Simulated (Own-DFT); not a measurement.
## Calculated data, Si$_{2}$SnGe$_{13}$ (diamond-structure random alloy, atoms displaced)

All values are calculated (Own-DFT development build). A calculation, not a measurement: plane-wave density functional theory by an unreviewed code, no spin, of a simulated periodic cell, stress positive in tension, run twice, with PBE and with PBEsol, both on files made for PBE, so the change isn't that of files made for PBEsol, forces on such cells moved up to 12 meV/angstrom on a denser k mesh; the far tail of each file's local potential was reset to the Coulomb form; each entry is a single point on an unrelaxed cell, so the pressure reflects the starting lattice, mostly measured values (interpolated for alloys), from which strain is counted, and rises with the displacements; printed positions are rounded, which can move forces by about a meV/angstrom; the program, named Own-DFT, is a retired in-house code; no spin-orbit coupling; stress was not checked against mesh or cutoff.

## Si$_{2}$SnGe$_{13}$ (diamond-structure random alloy, atoms displaced)

```
Si2SnGe13
1.0
     11.3631     0.0000     0.0000
      0.0000    11.3631     0.0000
      0.0000     0.0000    11.3631
Ge Si Ge Si Ge Sn Ge Sn Ge Si Ge Sn Ge Si Ge Sn Ge Si Ge Si Ge
9 1 3 2 1 1 2 1 13 1 2 1 3 2 1 1 12 1 3 1 3
Direct
  0.00271 0.99941 0.00076
  0.99784 0.25242 0.24931
  0.25326 0.99735 0.25423
  0.25222 0.24927 0.00223
  0.12891 0.12902 0.12534
  0.12906 0.37610 0.37228
  0.37435 0.12835 0.37481
  0.37528 0.36973 0.12845
  0.00011 0.99926 0.49726
  0.00213 0.25222 0.75072
  0.24570 0.99878 0.75347
  0.24808 0.25111 0.49645
  0.12337 0.12417 0.62354
  0.12537 0.37095 0.87571
  0.37909 0.12424 0.87056
  0.37342 0.37543 0.62633
  0.99880 0.50192 0.00662
  0.99688 0.74867 0.24624
  0.25200 0.50230 0.24855
  0.24440 0.75505 0.99953
  0.12584 0.62681 0.12703
  0.12200 0.87349 0.37327
  0.37602 0.62207 0.37649
  0.37582 0.86825 0.13011
  0.00335 0.50344 0.50083
  0.00187 0.75289 0.74922
  0.24939 0.50032 0.74770
  0.25020 0.75032 0.49999
  0.12174 0.62611 0.62636
  0.12880 0.87453 0.87901
  0.37543 0.62393 0.87648
  0.37240 0.87473 0.62637
  0.50219 0.00040 0.00330
  0.49998 0.25111 0.25346
  0.74954 0.00456 0.25138
  0.74978 0.24687 0.00013
  0.63045 0.12368 0.12156
  0.62129 0.38027 0.37530
  0.87975 0.12917 0.37444
  0.87564 0.37794 0.12455
  0.50052 0.00153 0.50135
  0.50216 0.25022 0.75235
  0.75495 0.99933 0.75332
  0.74908 0.24983 0.49668
  0.62308 0.12373 0.62899
  0.62316 0.37581 0.87645
  0.87609 0.12735 0.87285
  0.87385 0.37765 0.62539
  0.50516 0.50137 0.99867
  0.50147 0.74723 0.24705
  0.75063 0.49884 0.25065
  0.75097 0.75144 0.00542
  0.62518 0.62369 0.12769
  0.62533 0.87310 0.37522
  0.87542 0.62525 0.37421
  0.87492 0.87396 0.12558
  0.50489 0.49658 0.50117
  0.49719 0.75586 0.75576
  0.75435 0.50191 0.74958
  0.74689 0.74821 0.50042
  0.62700 0.62587 0.62678
  0.62680 0.88149 0.87389
  0.87451 0.62815 0.87326
  0.87812 0.87951 0.62634
```

* functional: PBE, then PBEsol
* potential files: PseudoDojo norm-conserving, scalar-relativistic, standard set
* wave cutoff: 49 hartree
* occupations: Fermi-Dirac
* smearing width: 0.1 eV
* k mesh: 3 x 3 x 3 centred on Gamma
* PBE pressure: 4.18 GPa
* PBE stress xx: -4.18 GPa
* PBE stress yy: -4.17 GPa
* PBE stress zz: -4.2 GPa
* PBE stress yz: 0.22 GPa
* PBE stress xz: -0.13 GPa
* PBE stress xy: -0.13 GPa
* PBEsol pressure: 1.35 GPa
* PBEsol stress xx: -1.35 GPa
* PBEsol stress yy: -1.34 GPa
* PBEsol stress zz: -1.37 GPa
* PBEsol stress yz: 0.22 GPa
* PBEsol stress xz: -0.12 GPa
* PBEsol stress xy: -0.13 GPa
* rms change of force components from PBE to PBEsol: 0.037 eV/Å

Force:
```
force element  PBE force x (eV/Å)  PBE force y (eV/Å)  PBE force z (eV/Å)  PBEsol force x (eV/Å)  PBEsol force y (eV/Å)  PBEsol force z (eV/Å)
           Ge              -0.223                0.36               0.062                 -0.213                  0.342                  0.058
           Ge               0.571               0.103               -0.16                  0.553                  0.099                 -0.151
           Ge              -0.232               0.284              -0.338                 -0.226                  0.276                 -0.326
           Ge               0.271              -0.105              -1.178                   0.26                 -0.102                 -1.066
           Ge              -0.277              -0.652               0.336                 -0.268                 -0.627                   0.32
           Ge              -0.564               0.277               0.041                 -0.544                  0.265                  0.042
           Ge               0.701               -0.36               0.273                   0.61                 -0.351                  0.267
           Ge               0.533               0.562              -0.155                  0.473                  0.574                 -0.181
           Ge               0.073               0.209               0.064                  0.074                  0.207                  0.066
           Si               0.014               0.113              -0.117                  -0.03                  0.068                 -0.159
           Ge               0.695               0.596              -0.268                  0.642                  0.534                 -0.289
           Ge               0.198              -0.103               0.568                  0.192                 -0.101                  0.543
           Ge              -0.126               0.366               0.311                 -0.099                  0.318                  0.265
           Si               0.536              -0.329              -0.613                  0.569                 -0.285                 -0.557
           Si              -0.147               0.141               0.477                 -0.183                  0.092                   0.51
           Ge               0.748              -0.296              -0.284                   0.66                 -0.281                 -0.279
           Sn                0.76              -0.082              -1.749                  0.701                 -0.041                 -1.655
           Ge               0.224               0.065               0.456                  0.221                  0.061                  0.439
           Ge               0.108              -0.203               0.025                  0.102                 -0.197                  0.028
           Sn               1.554              -1.414               0.739                   1.51                 -1.376                  0.724
           Ge               0.126              -0.016               1.755                  0.109                 -0.012                  1.707
           Ge               0.185              -0.185               0.038                  0.181                 -0.175                  0.039
           Ge                0.49              -0.038               0.369                  0.439                 -0.007                  0.316
           Ge               0.811               1.538               0.272                  0.792                   1.49                  0.269
           Ge              -0.297              -0.502              -0.266                 -0.291                 -0.479                 -0.253
           Ge              -0.101               0.133               0.298                 -0.097                  0.124                  0.288
           Ge              -0.326              -0.243               0.628                 -0.285                 -0.206                  0.576
           Ge              -0.171               -0.18              -0.028                  -0.17                 -0.174                 -0.023
           Ge               0.566               0.194               -0.11                  0.548                  0.187                 -0.112
           Ge              -2.278                1.75              -1.976                 -2.213                  1.704                 -1.923
           Ge               0.476              -0.568              -0.607                  0.468                 -0.542                 -0.594
           Ge               0.304               0.537              -0.335                   0.26                  0.486                 -0.289
           Ge              -1.796              -0.961              -1.367                 -1.697                 -0.963                 -1.307
           Si              -0.319               0.427                 0.3                 -0.316                  0.423                  0.297
           Ge               1.472              -1.575               1.316                  1.433                  -1.53                  1.268
           Ge               1.476               1.895              -1.403                  1.434                  1.834                 -1.362
           Sn              -1.401               0.754               1.208                 -1.321                  0.692                  1.136
           Ge              -0.781               0.207              -0.967                 -0.686                  0.193                 -0.948
           Ge               0.578              -1.317              -0.836                  0.557                 -1.277                 -0.815
           Ge              -1.626              -1.679               1.092                 -1.577                 -1.628                  1.069
           Si              -0.283              -0.185              -0.002                 -0.276                 -0.181                 -0.001
           Si              -0.533              -0.096              -0.062                 -0.476                 -0.051                 -0.099
           Ge              -0.329               0.393              -0.439                 -0.321                  0.383                 -0.418
           Sn              -0.376               0.109               0.557                 -0.356                  0.112                  0.541
           Ge               -0.67              -0.707                0.53                 -0.584                 -0.686                   0.51
           Ge               0.527              -0.302               -0.53                  0.542                 -0.257                 -0.472
           Ge               0.646               0.154               0.129                  0.584                   0.11                  0.158
           Ge               1.403                0.31               0.733                   1.33                  0.337                  0.686
           Ge              -0.776              -0.271                0.53                 -0.745                 -0.261                  0.509
           Ge              -0.006              -0.109               0.849                 -0.009                 -0.105                  0.815
           Ge                -0.1               0.106               0.075                 -0.098                  0.105                  0.071
           Ge              -0.439              -0.069              -0.777                 -0.416                 -0.065                 -0.751
           Ge               0.395              -0.016               -0.32                   0.38                 -0.013                 -0.311
           Ge              -0.351               0.554               0.142                 -0.306                  0.505                  0.107
           Ge              -0.078               0.001               0.224                 -0.073                  0.002                  0.212
           Ge              -0.005               0.652               0.114                 -0.002                  0.619                  0.107
           Si              -0.457               0.881               0.666                 -0.481                  0.824                  0.613
           Ge                0.61              -0.716              -0.691                   0.56                 -0.664                 -0.641
           Ge              -0.829               0.154              -0.011                 -0.763                  0.122                  0.018
           Ge               0.373                0.05               0.417                  0.394                   0.08                   0.36
           Si              -0.661               -0.18               0.034                  -0.61                 -0.141                  0.069
           Ge                0.04              -0.657               0.642                  0.032                 -0.632                  0.628
           Ge              -0.524               0.808              -0.272                 -0.509                   0.78                  -0.26
           Ge              -0.385              -0.562              -0.411                 -0.367                  -0.54                 -0.393
```
